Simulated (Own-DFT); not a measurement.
Simulation results for Al$_{7}$GaN$_{8}$ (wurtzite random alloy, atoms displaced)

A calculation, not a measurement: plane-wave PBE density functional theory by an unreviewed code, no spin, of a simulated periodic cell, stress positive in tension, free energy of the whole cell less one offset for each atom, forces on such cells passed a denser k mesh, this cell's mesh not checked; offsets are fitted by least squares, one for each functional and potential file, so energies compare only between cells with the same atoms and settings and are not formation energies; the far tail of each file's local potential was reset to the Coulomb form; each entry is a single point on an unrelaxed cell, so the pressure reflects the starting lattice, mostly measured values, from which strain is counted, and rises with the displacements; printed positions are rounded, which can move forces by about a meV/angstrom; the program is a retired in-house code; no spin-orbit coupling. Program: Own-DFT development build.

Common to all runs: functional PBE; potential files PseudoDojo norm-conserving, scalar-relativistic, standard set; wave cutoff 42 hartree; occupations Fermi-Dirac; smearing width 0.05 eV; k mesh 3 x 3 x 3 centred on Gamma.

(1) 
```xyz
128
Lattice="12.4865 0.0000 0.0000 -6.2433 10.8136 0.0000 0.0000 0.0000 10.0148" Properties=species:S:1:pos:R:3:force_x:R:1:force_y:R:1:force_z:R:1 formula=Al7GaN8 free_energy_of_cell_above_offsets=-48.166 pressure=4.75 stress_xx=-5.73 stress_yy=-3.82 stress_zz=-4.69 stress_yz=-0.14 stress_xz=0.15 stress_xy=-0.57
Al    -0.0338     1.7697     0.0173      0.521      0.417     -0.976
Al     1.5348     0.9361     2.4872      1.951     -0.813      0.705
N      0.0831     1.7874     1.8990     -2.432      0.417      0.123
N      1.5514     0.9002     4.4627      0.591     -0.127     -1.384
Al    -0.0044     1.7522     4.9625      0.459       1.21      1.379
Al     1.6264     0.9278     7.5117     -1.307     -0.652      0.353
N      0.0502     1.7957     6.9056     -0.714      0.172     -0.076
N      1.5586     0.9184     9.4363       0.59      0.719     -0.288
Ga    -1.5574     4.5089     9.9905      0.962     -0.364      0.618
Al     0.0112     3.5763     2.5166      0.252      0.512     -0.182
N     -1.5605     4.4672     1.9309      0.447      0.337      0.506
N     -0.0352     3.5900     4.4022      0.174      0.219      0.447
Al    -1.5906     4.5431     5.0030      0.322     -1.182      0.445
Al     0.0465     3.6104     7.5059     -1.305     -0.761      0.085
N     -1.6012     4.5446     6.9444      0.765     -0.936     -0.484
N      0.0681     3.6038     9.4141     -0.663     -0.879     -0.308
Al    -3.1681     7.2016     9.9886      1.026      0.145      0.549
Al    -1.5488     6.2931     2.4957      0.132      0.342     -0.405
N     -3.1169     7.2380     1.9157      0.126      -1.24     -0.458
N     -1.5238     6.2747     4.4035     -0.972        0.9     -0.268
Al    -3.0988     7.2275     4.9921     -0.238     -0.956      0.691
Al    -1.5894     6.3036     7.5433      1.425      0.053     -0.048
N     -3.0459     7.1900     6.9650     -1.874     -0.412     -1.371
N     -1.5111     6.3059     9.4419     -1.906      0.848     -0.776
Ga    -4.6933     9.9022     0.0017      0.675      0.581      0.066
Ga    -3.1185     9.0570     2.5361     -0.212     -0.528     -0.249
N     -4.7112     9.9208     1.9414     -0.264      0.893      0.226
N     -3.1315     8.9848     4.4473     -0.096      0.147      0.314
Al    -4.6439     9.9256     4.9950     -0.992     -0.264      0.182
Ga    -3.1228     9.0290     7.4962     -0.146     -0.287      0.179
N     -4.6974     9.9103     6.8835      -0.32      0.538      0.081
N     -3.0940     9.0002     9.4093     -0.541     -0.808      0.457
Al     3.1970     1.8262     0.0489      -1.65     -0.713     -0.681
Al     4.7213     0.8956     2.5363     -1.095     -0.253     -1.092
N      3.1434     1.8467     1.8924     -0.041      -1.33      0.694
N      4.6629     0.9212     4.3539      0.662      0.381      1.229
Al     3.1305     1.7939     4.9969     -0.239       0.21      0.103
Al     4.6930     0.8751     7.5412     -0.547      0.197     -0.374
N      3.1259     1.7854     6.9101      0.907      0.515     -0.216
N      4.6728     0.9488     9.4127      0.111     -0.651     -0.131
Al     1.5750     4.4565     9.9948     -0.061      0.887      0.669
Al     3.1345     3.5856     2.4795      0.248       0.69       0.31
N      1.5820     4.4998     1.9025     -0.282     -0.959     -0.244
N      3.1024     3.5659     4.3669      0.255      1.129      0.928
Al     1.5260     4.5381     5.0590      0.308     -0.722     -1.503
Al     3.1301     3.6231     7.4613      0.225      -0.78      0.528
N      1.5486     4.4802     6.9092      0.632      0.853      0.467
N      3.1126     3.5670     9.4335       0.32      0.861     -0.977
Al    -0.0502     7.2023     9.9589      1.303      1.358      1.396
Al     1.5828     6.2243     2.4905     -1.224      1.213      0.435
N      0.0027     7.2422     1.8917      0.019     -1.132      0.236
N      1.5772     6.3247     4.4143      -0.92     -0.455     -0.108
Al    -0.0427     7.2067     5.0108      1.219      0.091      0.031
Al     1.5518     6.2969     7.5491     -0.086      0.333     -0.063
N      0.0153     7.2149     6.8910      -0.44     -0.343      0.846
N      1.5100     6.3203     9.4992      1.046     -0.712     -1.177
Ga    -1.5321     9.8829     0.0214     -0.631      0.788     -0.307
Al     0.0266     8.9695     2.5505     -0.326      0.655     -0.673
N     -1.5630     9.8861     1.8973      1.393      1.062      1.506
N     -0.0023     9.0414     4.4603       0.84     -1.327     -1.242
Ga    -1.5523     9.9189     5.0351     -0.424      0.583     -0.372
Al     0.0434     9.0310     7.4827     -0.996     -0.752      0.666
N     -1.5455     9.8891     6.9117      0.832      0.977      1.074
N      0.0325     9.0868     9.4320      0.315      -1.91     -1.236
Al     6.2191     1.7474     9.9848      0.451      0.916      0.421
Ga     7.8020     0.9445     2.4785     -1.231     -1.048      0.999
N      6.1852     1.8210     1.9180      0.429      0.068     -0.915
N      7.8078     0.8853     4.4789     -0.084      0.011     -0.371
Al     6.2741     1.8046     5.0252     -0.952     -0.163      0.369
Al     7.8121     0.9286     7.5208     -0.604     -0.958     -0.537
N      6.1878     1.7984     6.9590      1.187      0.398     -0.421
N      7.8154     0.8906     9.3981     -0.548      0.421       0.54
Al     4.6359     4.4744     0.0163      0.483      0.692       -0.4
Al     6.2364     3.5989     2.5122      0.585      0.217       0.02
N      4.7478     4.4830     1.8655     -1.283      0.848      1.045
N      6.2658     3.5881     4.4395      -0.31       0.33       -0.6
Al     4.7020     4.5366     5.0032     -0.429     -0.443     -1.055
Al     6.2685     3.6414     7.5711     -0.539     -0.693     -1.446
N      4.6961     4.5089     6.8469      0.024      0.188      1.323
N      6.1775     3.5956     9.4135      0.945     -0.018      0.366
Al     3.1308     7.1642     0.0586     -0.844      1.019     -0.425
Al     4.6640     6.3495     2.5123      0.618     -0.797     -0.233
N      3.0662     7.1589     1.9737      1.251       1.14      -0.81
N      4.6524     6.3898     4.4066      0.907     -1.629     -0.039
Al     3.1165     7.1594     5.0163     -0.458      1.127     -0.195
Al     4.6894     6.2934     7.4906     -0.441      0.648     -0.003
N      3.0841     7.1897     6.8764       0.65      0.024      0.939
N      4.6668     6.3385     9.4187      0.213     -1.052       -0.2
Al     1.5461     9.9222     0.0110      1.204     -0.326     -0.355
Al     3.1270     9.0465     2.5021     -0.505     -1.135      0.102
N      1.5773     9.9100     1.8840     -0.479     -0.491      0.708
N      3.1796     9.0026     4.4109     -1.245     -0.229     -0.242
Al     1.5759     9.8772     4.9374      0.362      0.293      1.385
Al     3.0882     9.0287     7.4905      0.612     -0.564      0.552
N      1.5322     9.8663     6.9185      1.011      1.514      -0.86
N      3.1321     8.9889     9.4143     -1.105     -0.533     -0.018
Al     9.2917     1.8359     0.0427      1.194     -0.675     -0.743
Al    10.9519     0.8743     2.5230     -0.375      0.501     -0.317
N      9.3106     1.7936     1.9143      2.634      0.847     -0.042
N     10.9555     0.9124     4.4308     -1.325     -0.547     -0.598
Al     9.3313     1.8177     4.9947      0.817     -0.207      0.303
Al    10.9322     0.8795     7.4901      0.555      0.971      0.561
N      9.3574     1.7617     6.9080       0.19      0.757     -0.257
N     10.8780     0.9228     9.4069      0.045      0.916      0.273
Al     7.7624     4.5049    10.0140      0.399     -0.308      0.117
Al     9.3984     3.5902     2.5106     -0.932      0.256     -0.458
N      7.8137     4.4813     1.8767      0.121      0.354       0.83
N      9.3149     3.6248     4.3933      1.482     -0.699      0.027
Al     7.8374     4.4796     4.9530     -1.298      0.951      0.747
Al     9.3754     3.5678     7.5063     -0.046      0.292       0.26
N      7.8174     4.5022     6.8740     -0.049     -0.315      0.561
N      9.3995     3.5992     9.4536     -2.145     -0.304     -1.119
Al     6.2383     7.1931     9.9963      0.016      0.651      0.585
Al     7.8295     6.3440     2.5253      0.119     -0.988     -0.348
N      6.2954     7.1726     1.9396     -1.229      1.058     -0.759
N      7.7729     6.3168     4.4207      1.122     -0.377      0.074
Al     6.2469     7.2031     4.9709     -0.217      0.638      0.218
Al     7.7903     6.2837     7.4735      0.753      0.449      0.164
N      6.2594     7.2429     6.8970     -0.258     -1.274     -0.073
N      7.7971     6.2960     9.4231      -0.34     -0.057     -0.734
Ga     4.6999     9.9085     0.0296     -1.287      0.643     -1.257
Al     6.2523     9.0405     2.5032     -0.527     -0.843     -0.001
N      4.6229     9.9140     1.8811      1.318      0.117      2.118
N      6.2689     8.9971     4.3800     -0.414      0.581      0.637
Al     4.6475     9.8936     5.0290      1.432      0.386      0.172
Al     6.2593     8.9742     7.4697     -0.352      1.541      0.746
N      4.6879     9.9500     6.9523     -0.207     -1.406     -0.902
N      6.2189     9.0728     9.4294      0.821      -2.67     -1.284
```

Units: free_energy_of_cell_above_offsets in eV; pressure, stress_xx, stress_yy, stress_zz, stress_yz, stress_xz, stress_xy in GPa; force_x, force_y, force_z in eV/Å.

(2) 
```xyz
128
Lattice="12.4865 0.0000 0.0000 -6.2433 10.8136 0.0000 0.0000 0.0000 10.0148" Properties=species:S:1:pos:R:3:force_x:R:1:force_y:R:1:force_z:R:1 formula=Al7GaN8 free_energy_of_cell_above_offsets=-48.343 pressure=4.7 stress_xx=-5.58 stress_yy=-4.39 stress_zz=-4.14 stress_yz=-0.03 stress_xz=-0.32 stress_xy=0.14
Al     0.0206     1.7818     9.9945      0.148      0.341      0.763
Al     1.5422     0.9505     2.5141      1.203     -0.999      0.262
N      0.0185     1.7844     1.9505      0.304      0.939     -1.415
N      1.5702     0.8900     4.4053     -0.266      0.299      0.243
Al    -0.0247     1.7834     4.9808      0.819     -0.165      0.504
Ga     1.5503     0.9226     7.5101      0.218     -1.126      0.033
N      0.0132     1.7810     6.9153     -1.411      0.889      -0.64
N      1.5683     0.9233     9.4302     -0.273     -0.943      0.974
Al    -1.5110     4.4968    10.0027     -1.502      0.244      0.394
Al    -0.0100     3.5763     2.5156       0.21      0.675     -0.212
N     -1.5569     4.4950     1.9097      0.159      0.387       0.12
N     -0.0341     3.5713     4.4052      0.697      0.487      0.361
Al    -1.5725     4.4947     4.9864      0.139      0.552      0.409
Al     0.0161     3.5754     7.5020     -0.572      0.103      0.057
N     -1.5663     4.4843     6.9219      0.446      0.306     -0.052
N     -0.0236     3.5751     9.4359      0.866      0.236      -0.52
Al    -3.1697     7.1793     0.0306      0.569      0.548     -0.706
Al    -1.5712     6.3752     2.4976      0.995     -1.866      0.621
N     -3.0710     7.1959     1.9260     -1.794     -0.013     -0.285
N     -1.5450     6.3197     4.4241      -0.43     -0.082     -0.081
Al    -3.1635     7.2134     5.0078      1.407      0.174      0.492
Al    -1.5426     6.3306     7.5067     -0.272     -0.618      0.386
N     -3.1126     7.1856     6.9563      0.897      1.192     -1.364
N     -1.5950     6.3106     9.4571      0.498     -0.144     -0.372
Al    -4.6884     9.8763     0.0070      0.314      0.529      0.275
Al    -3.1178     8.9384     2.5343      0.203      1.793     -0.578
N     -4.6924     9.9157     1.9796      1.542      0.525     -1.392
N     -3.1326     9.0276     4.3846      0.245     -0.867      0.801
Al    -4.7021     9.8641     4.9565      0.611      1.358      0.903
Al    -3.1524     9.0265     7.4910      0.378     -0.288      0.209
N     -4.6903     9.8987     6.9148     -0.771     -0.834     -0.678
N     -3.1072     9.0300     9.3978     -0.817     -0.829      0.533
Al     3.1191     1.7248     0.0185      0.688      1.393     -0.357
Al     4.6423     0.9173     2.5075      0.996     -0.771      0.267
N      3.1517     1.7902     1.8862     -0.958     -0.039       0.22
N      4.6372     0.8986     4.4183      1.214      0.251     -0.009
Al     3.1507     1.7862     5.0299     -0.879      0.109     -0.313
Al     4.6650     0.8909     7.5211      0.449      0.244       0.08
N      3.0944     1.7821     6.9103      1.497      1.322     -0.004
N      4.6894     0.8429     9.4394     -0.025      0.919      -0.17
Al     1.5197     4.5121    10.0146      0.995     -0.167      0.325
Ga     3.1583     3.6695     2.5195      -0.23     -1.376     -0.315
N      1.6023     4.5146     1.9353     -1.975      0.287     -0.816
N      3.1830     3.6207     4.4152     -1.501     -0.682      1.304
Al     1.5685     4.4845     5.0374      -0.05      0.001     -0.816
Al     3.1094     3.6248     7.5151      0.966      -0.96      0.618
N      1.5889     4.4838     6.9354     -0.824     -1.073     -0.713
N      3.1463     3.6297     9.4489     -0.946     -0.688     -0.386
Al    -0.0343     7.2352    10.0138      0.221     -0.172      0.186
Al     1.5386     6.3110     2.4733      0.776     -0.082      0.401
N      0.0147     7.2003     1.9667     -0.365      0.396     -1.173
N      1.5697     6.3103     4.3803       0.14     -0.849      0.354
Al     0.0488     7.1541     4.9977     -0.969      1.215      0.454
Ga     1.5982     6.2573     7.5404     -1.019       0.96     -0.004
N      0.0015     7.2191     6.9552     -0.079      0.032     -0.931
N      1.5737     6.3408     9.4335     -0.842     -0.593      1.455
Al    -1.6197     9.9033     0.0347      1.154     -0.145      -0.02
Al    -0.0098     9.0054     2.5066      1.048      0.548      0.206
N     -1.5182     9.8925     1.9367     -1.382      0.061     -0.126
N      0.0200     9.0342     4.4169     -0.133     -0.963      0.178
Al    -1.5432     9.9224     5.0193     -0.201     -0.096     -0.428
Al     0.0161     9.0264     7.5146     -0.674          0       0.01
N     -1.5910     9.9229     6.8909      0.493     -0.299      0.421
N     -0.0331     9.0124     9.4193      0.285      0.134      0.139
Al     6.2714     1.8110     0.0364     -0.297     -0.717       -0.4
Al     7.8441     0.9227     2.5414     -0.959     -0.721     -0.446
N      6.2458     1.7697     1.9431     -0.099      0.648     -0.209
N      7.7886     0.8844     4.4152      0.654      0.122      0.471
Al     6.2711     1.8376     5.0162     -0.522     -0.498     -0.088
Al     7.8092     0.9199     7.5039     -0.216      -0.05     -0.264
N      6.2681     1.8232     6.9503     -0.737      0.145     -0.765
N      7.7993     0.9082     9.3479      0.539     -0.056      1.478
Al     4.6701     4.5242    10.0069      0.629     -0.182      0.246
Al     6.2087     3.6113     2.5045      0.937     -0.652     -0.248
N      4.7095     4.5318     1.9592       0.72      0.865     -1.515
N      6.2888     3.6385     4.3617     -1.673      -0.87      0.749
Al     4.6668     4.4739     5.0038      1.402      1.066      0.336
Al     6.2538     3.6519     7.5007     -0.313     -0.912       0.45
N      4.6848     4.5024     6.9302     -0.243      0.215     -0.314
N      6.2615     3.5703     9.4065     -1.532      0.294     -0.052
Al     3.1040     7.2171     0.0043       0.67        0.3      0.257
Al     4.6775     6.3316     2.4958      0.473     -0.001      0.372
N      3.1399     7.2290     1.9351     -0.506     -0.745     -0.474
N      4.7025     6.3235     4.4243     -0.088     -0.286     -0.189
Al     3.1004     7.1840     4.9860      0.789      0.004      0.481
Al     4.6575     6.3113     7.5427      0.679     -0.127     -0.503
N      3.1074     7.1571     6.9310      1.168      1.779     -0.944
N      4.6656     6.3312     9.4194      0.392     -0.213      0.469
Al     1.5518     9.9203     9.9863      0.243      0.131      0.429
Al     3.1577     8.9738     2.5083      -0.79      1.159     -0.129
N      1.5820     9.9412     1.9128      0.122     -0.681      -0.03
N      3.1600     8.9964     4.4278     -0.112       -0.3      -0.07
Al     1.5941     9.8384     5.0091     -0.407      1.402       0.01
Al     3.1311     9.0598     7.4805     -0.334     -1.042      0.887
N      1.5550     9.9349     6.9340      0.334      -0.46     -0.414
N      3.1841     9.0063     9.4555     -0.701      0.573     -0.759
Al     9.4173     1.8262     9.9798     -1.139     -0.685      0.225
Ga    10.9406     0.8772     2.4825     -0.523      0.355      0.837
N      9.3508     1.7876     1.8975      0.111      0.853     -0.286
N     10.9173     0.9064     4.4559     -0.218     -0.506      0.086
Al     9.3643     1.8483     4.9490     -0.409     -0.676       1.12
Al    10.9459     0.8596     7.4951     -0.242      1.252      0.084
N      9.3635     1.7763     6.9499      0.537      0.385     -0.935
N     10.9732     0.9278     9.4080     -0.312     -0.553      0.064
Ga     7.7817     4.5102    10.0143      0.261     -0.142      0.239
Al     9.3490     3.6152     2.4792      0.449      -0.24       0.26
N      7.8043     4.4507     1.9173     -0.473      1.383      0.946
N      9.3238     3.6732     4.4508      1.934     -1.689     -1.424
Ga     7.8126     4.5353     5.0172     -0.841     -0.541      0.616
Al     9.3714     3.5770     7.5052     -0.369      0.342      0.393
N      7.7702     4.5493     6.9257      0.833     -1.887      0.333
N      9.3460     3.5894     9.4515      1.537      0.222      -1.02
Al     6.2675     7.2369     0.0092     -0.501     -1.047     -0.332
Al     7.8001     6.3145     2.5709     -0.067       -0.6     -1.876
N      6.2396     7.2571     1.8794      0.471     -2.051      0.473
N      7.8325     6.2737     4.3936      -0.55      2.364      0.275
Al     6.2736     7.2004     5.0032     -0.599     -0.018      0.458
Ga     7.8184     6.3080     7.4900     -0.206       0.44      0.678
N      6.2636     7.2281     6.9425     -1.586     -0.042     -1.176
N      7.7949     6.3010     9.3895     -0.128      0.998       1.44
Al     4.7006     9.9695     0.0475      0.286     -1.147     -0.679
Ga     6.2569     9.0107     2.5416     -0.105      0.203     -0.837
N      4.7039     9.8961     1.9222     -0.934     -0.329     -0.546
N      6.2421     9.0210     4.3968      -0.09     -0.864      1.836
Al     4.7089     9.8731     5.0047     -0.415       0.93       0.21
Al     6.1725     8.9839     7.5122      1.656      0.486       0.44
N      4.6926     9.9338     6.9262     -0.251     -0.814     -0.567
N      6.2909     8.9512     9.4254     -0.966      1.706     -0.236
```

Units: free_energy_of_cell_above_offsets in eV; pressure, stress_xx, stress_yy, stress_zz, stress_yz, stress_xz, stress_xy in GPa; force_x, force_y, force_z in eV/Å.
